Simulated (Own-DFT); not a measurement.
# One host, several defects: zincblende InP

No measurement is shown. These are fixed-geometry runs of a retired plane-wave code named Own-DFT, which no person has reviewed; spin and spin-orbit coupling are neglected.

Common settings: PBE; PseudoDojo norm-conserving scalar-relativistic files; cutoff 36 hartree; 3 x 3 x 3 k mesh centred on Gamma; Fermi-Dirac smearing of 0.1 eV.

Keep in mind (not all hold for every row): not probed for a lower state with spin; forces on such cells moved up to 12 meV/angstrom on a denser k mesh; stress not checked against mesh or cutoff.

All runs share one cell, with vectors in Å (11.737, 0.000, 0.000); (0.000, 11.737, 0.000); (0.000, 0.000, 11.737) and a volume of 1617.0 Å³. u is the rms random offset of the atoms per axis. The defect's site can differ from row to row.

| cell | formula | u (Å) | P (GPa) |
|---|---|---|---|
| no defect | In32P32 | 0.0202 | 3.20 |
| no defect | In32P32 | 0.0204 | 3.20 |
| no defect | In32P32 | 0.0510 | 3.57 |
| one In on a P site and one P on an In site | In32P32 | 0.0299 | 3.65 |
| one In on a P site and one P on an In site | In32P32 | 0.0309 | 3.68 |
| one In on a P site and one P on an In site | In32P32 | 0.0558 | 4.12 |
| two P vacancies | In32P30 | 0.0279 | 2.89 |
| two P vacancies | In32P30 | 0.0294 | 2.97 |
| two P vacancies | In32P30 | 0.0294 | 2.93 |
| one P on an In site | In31P33 | 0.0282 | ? |
| one P on an In site | In31P33 | 0.0304 | 3.08 |
| one P on an In site | In31P33 | 0.0498 | 3.34 |
| one P on an In site | In31P33 | 0.0506 | 3.39 |

## Fit

P = P0 + c u² + a shift for each defect gives P0 = 3.11 GPa, c = 186 ± 10 GPa/Å² and a scatter of 0.03 GPa. The shifts, and each times the cell's volume:

- one In on a P site and one P on an In site: 0.40 ± 0.02 GPa, 4.0 eV
- one P on an In site: -0.21 ± 0.02 GPa, -2.1 eV
- two P vacancies: -0.34 ± 0.02 GPa, -3.4 eV (-1.7 eV for each of its 2 sites)

Against the defect-free cell, a freed cell would be larger where the shift is positive and smaller where it is negative (160.2 GPa Å³ is 1 eV). The atoms around the defects weren't relaxed, which would change these numbers.

## The run left out

The question: what pressure belongs in the blank (one P on an In site, u = 0.0282 Å)?

The fit gives 3.05 ± 0.03 GPa. The calculation gave 3.07 GPa.
